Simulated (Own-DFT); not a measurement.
# Same atoms, different arrangement: C34N2Si36, 72 atoms

These are calculations, not measurements. They come from Own-DFT, an in-house plane-wave density functional program, since retired, whose code no person has reviewed. Each row is one single-point run on a periodic cell that was not relaxed, without spin or spin-orbit coupling.

Settings of every run: PBE; PseudoDojo norm-conserving scalar-relativistic files; cutoff 42 hartree; 4 x 4 x 3 k mesh centred on Gamma; Fermi-Dirac smearing of 0.1 eV.

Known limits: not probed for a lower state with spin; forces on such cells passed a denser k mesh, each cell not checked; stress not checked against mesh or cutoff.

All cells hold the same atoms in the same cell, with vectors in Å (9.248, 0.000, 0.000); (-4.624, 8.009, 0.000); (0.000, 0.000, 10.068). Every atom was moved at random from its ideal site; u is the rms move along one axis. The defect's site can differ from row to row. E is the free energy of the cell above the lowest run. The arrangements:

- A: 4H SiC, with two N on a C site each, 3.1 Å apart
- B: 2H SiC, with two N on a C site each, 3.1 Å apart

| arrangement | u (Å) | E (eV) | P (GPa) |
|---|---|---|---|
| A | 0.0298 | 0.020 | 2.70 |
| A | 0.0308 | 0.033 | 2.68 |
| A | 0.0309 | 0.000 | 2.71 |
| A | 0.0522 | 4.254 | 4.31 |
| A | 0.0526 | 4.808 | 4.42 |
| A | 0.0558 | 5.406 | 4.53 |
| B | 0.0280 | 0.345 | 2.78 |
| B | 0.0298 | 0.831 | 2.94 |
| B | 0.0302 | 0.789 | 2.88 |
| B | 0.0459 | 4.010 | 4.09 |
| B | 0.0505 | 5.381 | 4.57 |
| B | 0.0553 | 6.346 | 4.85 |

Question: once the cost of the random moves is taken out, how do the arrangements rank?

## Worked answer

Fit E = a + b u², with one b for all and one a for each arrangement, and with residuals divided by u², since the noise grows with the moves. Then b = 2582 eV/Å², the scatter at u = 0.04 Å is 0.18 eV, and against A:

- B: 0.84 ± 0.08 eV (higher)

These are energies of unrelaxed cells. Relaxing the atoms lowers the strained arrangements most, so the gaps would shrink and small ones could change sign.
